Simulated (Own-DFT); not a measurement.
# One trend across several semiconductors

Calculated, not measured: single-point runs of Own-DFT, a retired in-house plane-wave DFT program that no person has reviewed, on unrelaxed cells, without spin or spin-orbit coupling.

Caveats (not all hold for every row): forces on such cells moved up to 12 meV/angstrom on a denser k mesh; forces not confirmed at this smearing and k mesh; k mesh not checked against a denser one; forces on such cells passed a denser k mesh, each cell not checked; stress not checked against mesh or cutoff.

All runs are PBE with PseudoDojo norm-conserving files; cutoff and k mesh are each material's own. Every cell starts from measured lattice constants and was given uniform random strains and small random moves of its atoms. Each triple is the change of volume in per cent, the rms move u in Å and the pressure in GPa.

- 2H SiC (C36Si36), 10.36 Å³/atom unstrained: (-2.81, 0.053, 12.76); (-1.40, 0.049, 8.59); (0.47, 0.052, 4.48); (1.14, 0.051, 2.95); (2.30, 0.048, 0.12); (2.38, 0.050, -0.21); (2.77, 0.053, -0.28)
- wurtzite AlN (Al36N36), 10.45 Å³/atom unstrained: withheld
- wurtzite GaN (Ga48N48), 11.42 Å³/atom unstrained: (-1.64, 0.050, 11.57); (-1.40, 0.049, 11.53); (-0.53, 0.053, 9.65); (-0.02, 0.050, 7.91); (0.51, 0.050, 6.86); (1.18, 0.052, 5.45); (2.13, 0.050, 3.53)
- diamond silicon (Si64), 20.02 Å³/atom unstrained: (-3.95, 0.052, 6.99); (-3.05, 0.048, 5.97); (-1.58, 0.051, 4.32); (-0.97, 0.050, 3.89); (-0.96, 0.052, 3.72); (0.04, 0.050, 2.93); (1.99, 0.052, 0.85)
- zincblende GaAs (As32Ga32), 22.58 Å³/atom unstrained: (-3.82, 0.051, 7.21); (-1.90, 0.053, 5.98); (-1.89, 0.052, 5.90); (0.64, 0.054, 3.59); (1.98, 0.051, 2.81); (2.82, 0.047, 1.93); (3.16, 0.052, 1.93)
- zincblende InP (In32P32), 25.27 Å³/atom unstrained: (-2.40, 0.049, 5.74); (-1.99, 0.049, 5.27); (-1.87, 0.056, 5.29); (0.21, 0.051, 3.37); (1.49, 0.051, 2.73); (1.94, 0.050, 2.29); (2.83, 0.053, 1.75)
- grey tin (Sn64), 34.15 Å³/atom unstrained: (-2.54, 0.048, 5.07); (-1.60, 0.046, 4.49); (-1.44, 0.047, 4.35); (-1.08, 0.054, 4.44); (-0.35, 0.050, 3.82); (-0.11, 0.051, 3.87); (1.80, 0.049, 2.73)

## What the rows give

Fit a line to each set against the fractional change of volume; B is minus its slope, and u is nearly the same within a set. To take it to zero pressure, assume that B rises by 4 GPa for each GPa: B0 = B - 4 x (mean pressure). The bond length of an ideal tetrahedral crystal with the unstrained volume v is d = (√3/4)(8 v)^(1/3). Cohen's empirical rule reads B0 = (1971 - 220 L) d^(-3.5) GPa, with L = 0 for group IV crystals and SiC and 1 for III-V compounds.

| material | L | d (Å) | B (GPa) | mean P (GPa) | B0 (GPa) | rule (GPa) |
|---|---|---|---|---|---|---|
| 2H SiC (C36Si36) | 0 | 1.888 | 237 ± 8 | 4.1 | 221 ± 8 | 213 |
| wurtzite AlN (Al36N36) | 1 | 1.893 | ? | ? | ? | 188 |
| wurtzite GaN (Ga48N48) | 1 | 1.950 | 223 ± 8 | 8.1 | 191 ± 8 | 169 |
| diamond silicon (Si64) | 0 | 2.352 | 102 ± 2 | 4.1 | 86 ± 2 | 99 |
| zincblende GaAs (As32Ga32) | 1 | 2.448 | 79 ± 3 | 4.2 | 63 ± 3 | 76 |
| zincblende InP (In32P32) | 1 | 2.541 | 76 ± 3 | 3.8 | 61 ± 3 | 67 |
| grey tin (Sn64) | 0 | 2.810 | 53 ± 3 | 4.1 | 36 ± 3 | 53 |

A line through ln[B0/(1971 - 220 L)] against ln d has a slope of -4.5 ± 0.2 and a scatter of 8 %. Against the rule, B0 stands at 103 % for 2H SiC, 113 % for wurtzite GaN, 87 % for diamond silicon, 82 % for zincblende GaAs, 91 % for zincblende InP, 68 % for grey tin. PBE tends to make silicon and heavier crystals too soft, and the rule itself is only a guide.

## Test on the hidden row

Asked: what B0 does the fitted trend give for wurtzite AlN (Al36N36)?

From the line: 207 GPa. Its own runs give B = 209 ± 7 GPa at a mean pressure of 3.6 GPa, so B0 = 194 GPa.
